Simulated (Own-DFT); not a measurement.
# Biaxial strain at fixed height in wurtzite AlGaN with randomly placed atoms, 72 atoms (Al27Ga9N36)

No measurement is shown. These are fixed-geometry runs of a retired plane-wave code named Own-DFT, which no person has reviewed; spin and spin-orbit coupling are neglected.

All runs used: PBE; PseudoDojo norm-conserving scalar-relativistic files (stringent for Ga); cutoff 96 hartree; 4 x 4 x 3 k mesh centred on Gamma; Gaussian smearing of 0.01 eV.

Keep in mind: forces on such cells passed a denser k mesh, each cell not checked; stress not checked against mesh or cutoff.

Unstrained cell vectors in Å: (9.394, 0.000, 0.000); (-4.697, 8.135, 0.000); (0.000, 0.000, 10.066). The unstrained cell has measured lattice constants (interpolated for alloys), not those of this functional. That, the random moves and any unrelaxed bonds set the pressure at no strain. Each run strains x and y alike by e, as a substrate would, and holds the height along z. Each atom got a random Gaussian move of width 0.05 Å along each axis. The random placing of the alloy's atoms differs from row to row. Stress is positive in tension.

| e (%) | u (Å) | (s_xx + s_yy)/2 (GPa) | s_zz (GPa) |
|---|---|---|---|
| -2.75 | 0.046 | -24.64 | -10.68 |
| -2.25 | 0.056 | -20.73 | -11.54 |
| -1.00 | 0.049 | ? | ? |
| -0.25 | 0.051 | -8.01 | -5.51 |
| 0.25 | 0.045 | -4.84 | -5.24 |
| 1.00 | 0.047 | -0.56 | -4.71 |
| 1.75 | 0.051 | 2.85 | -4.28 |
| 2.25 | 0.048 | 5.35 | -4.09 |
| 2.50 | 0.052 | 6.23 | -4.57 |
| 2.75 | 0.047 | 7.65 | -1.52 |

## What the rows give

With e as a fraction, the in-plane stress is -6.3 + 582 e - 2897 e² GPa (errors 3 and 222, scatter 0.19), and s_zz is -6.7 + 150 e GPa (slope ± 21, scatter 1.22). At e = 0 the first slope is C11 + C12 and the second 2 C13, both with the ions held to the strained lattice and at the cell's own pressure. The term in e² is negative: the layer stiffens under compression and softens under tension. A free layer would change its height as e changes, and the in-plane slope would drop by 2 C13²/C33 to the biaxial modulus. At fixed height, a misfit of 1 % moves the in-plane stress by about 5.8 GPa and s_zz by 1.5 GPa.

## The run left out

Question: what are the two stresses at e = -1.00 %?

The fitted form gives -12.4 and -8.2 GPa. DFT gave -12.37 and -8.36 GPa.
